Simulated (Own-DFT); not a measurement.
# Same atoms, different arrangement: As32Ga32, 64 atoms

These are calculations, not measurements. They come from Own-DFT, an in-house plane-wave density functional program, since retired, whose code no person has reviewed. Each row is one single-point run on a periodic cell that was not relaxed, without spin or spin-orbit coupling.

Settings of every run: PBE; PseudoDojo norm-conserving scalar-relativistic files; cutoff 42 hartree; 3 x 3 x 3 k mesh centred on Gamma; Fermi-Dirac smearing of 0.1 eV.

Known limits, some of them of some rows only: not probed for a lower state with spin; forces on such cells failed a check on a denser k mesh; forces not confirmed at this smearing and k mesh; stress not checked against mesh or cutoff.

All cells hold the same atoms in the same cell, with vectors in Å (11.307, 0.000, 0.000); (0.000, 11.307, 0.000); (0.000, 0.000, 11.307). Every atom was moved at random from its ideal site; u is the rms move along one axis. The defect's site can differ from row to row. E is the free energy of the cell above the lowest run. The arrangements:

- A: zincblende GaAs
- B: zincblende GaAs, with one As on a Ga site and one Ga on an As site, 2.4 Å apart

| arrangement | u (Å) | E (eV) | P (GPa) |
|---|---|---|---|
| A | 0.0200 | 0.000 | 3.51 |
| A | 0.0207 | 0.043 | 3.52 |
| A | 0.0219 | 0.105 | 3.54 |
| A | 0.0495 | 2.333 | 4.05 |
| A | 0.0508 | 2.279 | 3.99 |
| A | 0.0528 | 2.459 | 4.00 |
| B | 0.0285 | 2.946 | 3.89 |
| B | 0.0291 | 2.985 | 3.92 |
| B | 0.0301 | 3.209 | 3.96 |
| B | 0.0463 | 4.186 | 4.16 |
| B | 0.0509 | 4.890 | 4.31 |
| B | 0.0546 | 5.187 | 4.37 |

Question: once the cost of the random moves is taken out, how do the arrangements rank?

## Worked answer

Fit E = a + b u², with one b for all and one a for each arrangement, and with residuals divided by u², since the noise grows with the moves. Then b = 1043 eV/Å², the scatter at u = 0.04 Å is 0.11 eV, and against A:

- B: 2.54 ± 0.04 eV (higher)

These are energies of unrelaxed cells. Relaxing the atoms lowers the strained arrangements most, so the gaps would shrink and small ones could change sign.
